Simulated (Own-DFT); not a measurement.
GaAs (zincblende with one plane slipped along a stacking-fault path, atoms displaced), SiC (2H silicon carbide, atoms displaced) (calculated)

All values are calculated (Own-DFT development build). A calculation, not a measurement: plane-wave PBE density functional theory by an unreviewed code, no spin, of a simulated periodic cell, stress positive in tension, free energy of the whole cell less one offset for each atom, forces on such cells passed a denser k mesh, this cell's mesh not checked; offsets are fitted by least squares, one for each functional and potential file, so energies compare only between cells with the same atoms and settings and are not formation energies; the far tail of each file's local potential was reset to the Coulomb form; each entry is a single point on an unrelaxed cell, so the pressure reflects the starting lattice, mostly measured values (interpolated for alloys), from which strain is counted, and rises with the displacements; printed positions are rounded, which can move forces by about a meV/angstrom; the program, named Own-DFT, is a retired in-house code; no spin-orbit coupling.

Settings shared by all entries: functional PBE; potential files PseudoDojo norm-conserving, scalar-relativistic, standard set; wave cutoff 42 hartree; occupations Fermi-Dirac; smearing width 0.1 eV.

(1) GaAs (zincblende with one plane slipped along a stacking-fault path, atoms displaced)

```xyz
48
Lattice="5.6533 -5.6533 0.0000 0.0000 5.6533 -5.6533 12.1546 12.1546 9.6106" Properties=species:S:1:pos:R:3 GaAs
Ga    17.6951    12.1040     4.0652
As     6.9767     1.4390    -4.3512
Ga     2.7247     2.9011     0.1084
As     4.2045     4.3423     1.3939
Ga     5.6251     2.7077     2.9082
As     7.0100     4.3352     4.2359
Ga     6.4284     6.5568     3.9733
As     7.8589     7.9019     5.2757
Ga     9.3769     9.3768     4.0942
As    10.6502    10.7103     5.3472
Ga    12.0609     9.3835     6.9094
As    13.6708    10.6340     8.1362
Ga     0.1200     2.9447    -2.8023
As     7.0953    -1.3387    -1.5133
Ga     2.8280     5.6670    -2.8277
As     4.2217     6.9986    -1.3386
Ga     5.6039     5.6660     0.0322
As     7.1178     7.0743     1.4519
Ga     6.3618     9.2889     1.1591
As     7.8588    10.7739     2.4827
Ga     9.3353    12.1256     1.1409
As    10.7478    13.5770     2.5582
Ga    12.1828    12.0710     3.9484
As    13.6158    13.5478     5.3596
Ga    14.9620    14.9350     3.9525
As     4.2210     4.2565    -4.2438
Ga     5.6251    -0.0022     0.0117
As     7.0537     1.4572     1.4002
Ga     8.5175     0.0956     2.6951
As     9.8369     1.2985     4.2818
Ga     9.3975     3.5992     3.9601
As    10.7346     5.1576     5.4527
Ga    12.1692     6.4322     4.0578
As    13.6582     7.9439     5.4226
Ga    15.0465     6.4854     6.8967
As    16.2963     7.9109     8.1865
Ga    14.9621    12.1713     6.6994
As     4.2724     1.3950    -1.3093
Ga     5.6439     2.8017    -2.8265
As     7.1049     4.1867    -1.4314
Ga     8.4539     2.8367    -0.0120
As     9.9050     4.2173     1.4820
Ga     9.3374     6.5401     1.0692
As    10.7234     7.9506     2.5250
Ga    12.1841     9.3530     1.1163
As    13.5051    10.8078     2.4709
Ga    14.9874     9.2838     3.9727
As    16.3779    10.7009     5.3601
```

```
k mesh                            : 4 x 4 x 2 centred on Gamma
free energy of cell above offsets : -16.204 eV
pressure                          : 4.44 GPa
stress xx                         : -5.37 GPa
stress yy                         : -4.87 GPa
stress zz                         : -3.07 GPa
stress yz                         : -0.23 GPa
stress xz                         : 0.19 GPa
stress xy                         : -0.83 GPa
```

Force:
```csv
element,x (eV/Å),y (eV/Å),z (eV/Å)
Ga,0.741,0.176,-1.874
As,0.299,-0.456,1.245
Ga,0.751,0.132,-1.154
As,0.395,-1.607,0.465
Ga,-0.029,1.276,-0.232
As,0.134,-2.096,0.951
Ga,0.995,0.451,-1.55
As,0.729,0.407,1.125
Ga,-1.582,-1.131,-2.354
As,1.723,1.295,1.519
Ga,0.704,-0.304,-1.276
As,-0.995,1.474,0.612
Ga,-1.228,-1.463,-0.577
As,0.046,0.027,1.729
Ga,0.086,0.771,-0.897
As,-0.472,0.418,-0.49
Ga,1.458,-0.334,-0.151
As,-1.721,-0.782,0.759
Ga,2.795,0.592,-1.402
As,0.256,-0.644,0.797
Ga,-0.764,0.919,0.163
As,-0.309,-0.665,0.301
Ga,-0.577,0.706,0.429
As,-1.131,0.272,-0.02
Ga,0.331,0.31,0.227
As,0.032,-0.46,0.064
Ga,0.593,-0.298,0.08
As,-0.416,-0.179,-0.195
Ga,-0.892,-0.619,0.904
As,-0.863,0.103,0.899
Ga,-0.255,1.46,-0.413
As,0.017,-1.178,-0.69
Ga,0.395,1.121,-0.734
As,-1.134,-0.35,0.38
Ga,-0.755,-0.059,-1.367
As,2.198,0.528,0.512
Ga,0.768,-0.258,1.154
As,-1.145,0.663,-0.837
Ga,-0.183,-0.004,0.257
As,-0.349,1.12,-0.461
Ga,0.416,0.126,0.303
As,-2.625,-0.061,0.89
Ga,1.161,0.188,-0.327
As,0.407,-0.068,0.628
Ga,-0.351,-0.525,-0.14
As,0.972,-1.068,0.686
Ga,-0.466,0.443,-0.572
As,-0.161,-0.37,0.632
```

(2) SiC (2H silicon carbide, atoms displaced)

```xyz
32
Lattice="6.1654 0.0000 0.0000 -3.0827 5.3394 0.0000 0.0000 0.0000 10.0681" Properties=species:S:1:pos:R:3 SiC
Si    -3.0502     5.3391     0.0325
Si    -0.0257     1.8001     2.5291
C      0.0355     0.0181     1.9055
C      0.0245     1.7868     4.3768
Si     3.0724     5.3360     5.0196
Si    -0.0298     1.8008     7.6314
C      0.0137     0.0111     6.8758
C      0.0122     1.7537     9.4471
Si     4.6254     2.6523     0.0369
Si    -1.5243     4.4975     2.4961
C     -1.5097     2.7368     1.8696
C     -1.6120     4.4499     4.4044
Si    -1.5596     2.7144     5.0532
Si    -1.5547     4.4385     7.5726
C     -1.5430     2.6944     6.9428
C     -1.5224     4.4744     9.4508
Si    -0.0191     5.3178     0.0689
Si     3.0410     1.7561     2.4524
C     -0.0021     5.3070     1.8526
C      3.0374     1.7666     4.4261
Si     3.1256     0.0109     5.0840
Si     3.0445     1.7428     7.5554
C     -0.0281     5.2847     6.9464
C      3.0887     1.7640     9.4033
Si     1.5546     2.6596    10.0574
Si     1.5591     4.4903     2.5494
C      1.5457     2.6694     1.8854
C      1.5110     4.4336     4.3798
Si     1.5697     2.6728     5.1250
Si     1.5512     4.3985     7.5459
C      1.4914     2.7243     6.8507
C      1.5286     4.4972     9.4402
```

```
hardware                          : one NVIDIA H100
k mesh                            : 5 x 5 x 3 centred on Gamma
free energy of cell above offsets : -4.219 eV
pressure                          : 4.11 GPa
stress xx                         : -1.22 GPa
stress yy                         : -1.69 GPa
stress zz                         : -9.42 GPa
stress yz                         : -0.36 GPa
stress xz                         : 0.27 GPa
stress xy                         : 0.97 GPa
wall time                         : 138.9 s
```

Force:
```csv
element,x (eV/Å),y (eV/Å),z (eV/Å)
Si,-0.682,-0.296,-0.595
Si,0.815,0.262,-0.173
C,-0.891,0.335,-0.171
C,-0.732,0.331,1.257
Si,-0.364,0.756,-0.352
Si,0.119,-0.603,-2.391
C,-0.534,0.038,1.528
C,-0.05,0.597,0.899
Si,0.047,0.52,-1.359
Si,-0.505,-0.87,1.22
C,-1.04,-1.3,0.686
C,1.777,0.326,-0.296
Si,0.38,-1.137,-0.739
Si,-0.35,0.367,-0.313
C,-0.671,-0.867,0.31
C,-0.453,-0.919,0.301
Si,0.607,0.454,-2.702
Si,0.962,0.836,1.466
C,0.673,0.883,1.679
C,1.148,0.156,-0.317
Si,-1.569,-0.442,-0.964
Si,0.535,0.476,-0.849
C,0.731,0.781,0.049
C,-0.175,0.082,1.387
Si,-0.02,0.727,0.087
Si,0.095,-1.148,-0.969
C,-0.373,0.489,-0.215
C,0.511,0.288,1.208
Si,-1.098,-0.255,-4.231
Si,0.051,2.057,0.263
C,0.517,-1.788,3.954
C,0.539,-1.137,0.341
```
